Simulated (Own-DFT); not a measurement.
# Short bonds, stiff crystals?

Source: density functional calculations with Own-DFT, an unreviewed in-house program that is no longer used. Nothing was measured or relaxed, and spin and spin-orbit coupling are left out.

Keep in mind (not all hold for every row): forces on such cells moved up to 12 meV/angstrom on a denser k mesh; forces not confirmed at this smearing and k mesh; k mesh not checked against a denser one; forces on such cells passed a denser k mesh, each cell not checked; stress not checked against mesh or cutoff.

All runs are PBE with PseudoDojo norm-conserving files; cutoff and k mesh are each material's own. Every cell starts from measured lattice constants and was given uniform random strains and small random moves of its atoms. Each triple is the change of volume in per cent, the rms move u in Å and the pressure in GPa.

- 2H SiC (C36Si36), 10.36 Å³/atom unstrained: (-3.31, 0.051, 14.11); (-0.73, 0.048, 7.22); (-0.11, 0.050, 6.14); (-0.07, 0.046, 5.55); (0.31, 0.051, 5.24); (1.10, 0.052, 3.32); (1.25, 0.051, 2.96)
- wurtzite GaN (Ga48N48), 11.42 Å³/atom unstrained: withheld
- diamond silicon (Si64), 20.02 Å³/atom unstrained: (-3.59, 0.052, 6.56); (-1.25, 0.047, 3.99); (-0.75, 0.049, 3.33); (0.19, 0.047, 2.36); (0.34, 0.054, 2.60); (1.38, 0.052, 1.25); (1.87, 0.053, 1.07)
- zincblende GaP (Ga32P32), 20.24 Å³/atom unstrained: (-2.12, 0.054, 5.36); (0.10, 0.043, 3.33); (0.82, 0.048, 2.62); (1.61, 0.050, 2.01); (1.86, 0.049, 1.71); (2.82, 0.050, 1.03); (3.92, 0.051, 0.39)
- zincblende GaAs (As32Ga32), 22.58 Å³/atom unstrained: (-3.23, 0.052, 6.82); (-1.86, 0.047, 5.56); (-0.38, 0.046, 4.38); (-0.12, 0.053, 4.27); (0.04, 0.053, 4.09); (0.89, 0.049, 3.38); (1.35, 0.051, 3.04)
- grey tin (Sn64), 34.15 Å³/atom unstrained: (-3.18, 0.053, 5.62); (-2.27, 0.049, 4.95); (-1.73, 0.044, 4.51); (-0.36, 0.047, 3.87); (-0.13, 0.047, 3.81); (1.06, 0.051, 3.29); (1.18, 0.047, 3.01)

## Analysis

Fit a line to each set against the fractional change of volume; B is minus its slope, and u is nearly the same within a set. To take it to zero pressure, assume that B rises by 4 GPa for each GPa: B0 = B - 4 x (mean pressure). The bond length of an ideal tetrahedral crystal with the unstrained volume v is d = (√3/4)(8 v)^(1/3). Cohen's empirical rule reads B0 = (1971 - 220 L) d^(-3.5) GPa, with L = 0 for group IV crystals and SiC and 1 for III-V compounds.

```
                  material  L  d (Å)  B (GPa)  mean P (GPa)  B0 (GPa)  rule (GPa)
          2H SiC (C36Si36)  0  1.888  243 ± 8           6.4   218 ± 8         213
    wurtzite GaN (Ga48N48)  1  1.950        ?             ?         ?         169
    diamond silicon (Si64)  0  2.352  102 ± 4           3.0    90 ± 4          99
  zincblende GaP (Ga32P32)  1  2.360   84 ± 3           2.4    74 ± 3          87
zincblende GaAs (As32Ga32)  1  2.448   82 ± 1           4.5    64 ± 1          76
           grey tin (Sn64)  0  2.810   55 ± 3           4.2    39 ± 3          53
```

A line through ln[B0/(1971 - 220 L)] against ln d has a slope of -4.3 ± 0.1 and a scatter of 3 %. Against the rule, B0 stands at 102 % for 2H SiC, 91 % for diamond silicon, 86 % for zincblende GaP, 84 % for zincblende GaAs, 73 % for grey tin. PBE tends to make silicon and heavier crystals too soft, and the rule itself is only a guide.

## Check

Question: what B0 does the fitted trend give for wurtzite GaN (Ga48N48)?

The line gives 171 GPa. Its own runs give B = 206 ± 9 GPa at a mean pressure of 7.9 GPa, so B0 = 174 GPa.
